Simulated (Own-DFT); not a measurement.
# How strain changes the stress of wurtzite GaN, 72 atoms (Ga36N36)

All numbers below are calculated, not measured. The program, named Own-DFT, is a retired in-house plane-wave density functional code that no person has reviewed. Each row is one single-point run on a periodic cell that was not relaxed, without spin or spin-orbit coupling.

Settings of every run: PBE; PseudoDojo norm-conserving scalar-relativistic files (stringent for Ga); cutoff 96 hartree; 4 x 4 x 3 k mesh centred on Gamma; Gaussian smearing of 0.01 eV.

Known limits: forces not confirmed at this smearing and k mesh; stress not checked against mesh or cutoff.

Unstrained cell vectors in Å: (9.567, 0.000, 0.000); (-4.783, 8.285, 0.000); (0.000, 0.000, 10.370). The unstrained cell has measured lattice constants (interpolated for alloys), not those of this functional. That, the random moves and any unrelaxed bonds set the pressure at no strain. Each run strains this cell uniformly, with the atoms carried along. Every atom was also moved at random, by a Gaussian of width 0.05 Å on each axis. Strain is the symmetric tensor, in per cent. Stress is positive in tension, and the pressure is minus a third of its trace.

```
run,e_xx (%),e_yy (%),e_zz (%),e_yz (%),e_xz (%),e_xy (%),s_xx (GPa),s_yy (GPa),s_zz (GPa),s_yz (GPa),s_xz (GPa),s_xy (GPa),P (GPa),E (meV/atom)
1,-0.48,0.46,0.69,-1.55,0.93,-1.47,-6.59,-5.38,-5.52,-3.35,1.80,-4.51,5.83,10.9
2,-1.31,-1.69,0.35,1.87,0.73,-1.62,-15.79,-16.28,-7.48,4.28,1.36,-5.40,13.19,48.0
3,1.50,1.36,0.87,0.03,0.32,-0.59,-0.98,1.31,-0.75,-0.37,0.68,-1.54,0.14,0.0
4,-1.61,0.95,0.71,-1.56,1.53,-0.93,-11.57,-7.52,-4.04,-4.33,3.33,-1.69,7.71,34.7
5,0.23,-1.89,-0.89,-1.87,1.11,1.64,-7.61,-17.49,-12.84,-4.15,1.65,5.24,12.65,35.5
6,-0.32,0.53,-0.10,-0.44,1.47,0.08,-6.57,-8.53,-8.71,-0.16,3.03,0.60,7.94,49.2
7,1.92,1.04,-0.49,0.45,-1.19,-1.91,0.88,-1.73,-7.15,-0.19,-3.19,-5.22,2.66,9.8
8,1.03,0.05,0.76,0.70,-1.40,-1.56,-1.34,-4.90,-4.56,2.22,-2.61,-4.80,3.60,9.3
9,1.56,-1.59,1.85,0.06,0.23,-0.90,-0.69,-11.42,0.13,0.40,0.88,-1.74,3.99,17.0
10,0.04,0.20,-1.46,-0.04,-0.25,-1.60,-8.85,-6.07,-13.02,0.25,0.38,-4.55,9.31,15.2
11,1.52,-0.80,0.58,-0.19,-1.76,-1.54,-2.59,-8.35,-4.18,-0.42,-3.55,-4.89,5.04,21.1
12,-1.36,1.27,1.50,0.41,0.58,-1.01,-9.09,-2.81,-1.32,1.19,1.17,-2.65,4.41,10.6
13,-1.66,0.32,-1.88,-0.84,0.23,-1.19,-14.07,-8.80,-20.19,-1.66,0.68,-3.52,14.35,42.0
14,0.22,-1.58,-1.04,1.35,0.81,1.43,-9.42,-13.18,-14.52,1.52,0.83,4.30,12.37,38.5
15,-0.37,1.00,1.51,1.21,-1.35,1.40,-6.79,-2.26,-0.53,2.29,-2.53,5.06,3.19,5.3
16,-1.17,1.55,-1.60,-1.53,-0.34,1.78,-11.36,-3.30,-15.63,-3.95,-0.31,5.09,10.10,35.5
17,-0.71,1.09,0.65,0.24,-1.94,1.04,?,?,?,?,?,?,?,?
```

E is the free energy for each atom above the lowest run shown.

## Worked fit

Each stress component was fitted by least squares to a constant and the strains of the runs shown, as fractions, with shears doubled. Shear strains stay in the fit of a normal stress only where such slopes are resolved. The slopes, in GPa:

```
stress,at no strain,per e_xx,per e_yy,per e_zz,scatter
s_xx,-7.1,375 ± 27,109 ± 27,84 ± 28,1.22
s_yy,-7.6,146 ± 30,426 ± 30,46 ± 30,1.35
s_zz,-8.0,95 ± 25,77 ± 25,474 ± 25,1.11
```

Each shear stress against twice its own strain: yz 103 ± 10, xz 93 ± 8, xy 154 ± 5 GPa. These are stiffnesses along x, y and z of the frame in which the cell vectors are given, which need not be the crystal's axes. The atoms are held to the strained lattice; where symmetry lets them move under strain, relaxing them would lower some slopes. The table should be nearly symmetric about its diagonal, and what it lacks of that shows the noise. A ninth of its sum, 203 ± 4 GPa, estimates the bulk modulus near the mean pressure of these runs, 7.3 GPa, so it lies above the value at zero pressure.

## Withheld run

Question: what normal stresses and pressure should run 17 give?

The fit gives s_xx = -8.1, s_yy = -3.7, s_zz = -4.7 and P = 5.5 GPa. The calculation gave -8.32, -2.74, -4.58 and P = 5.21 GPa.
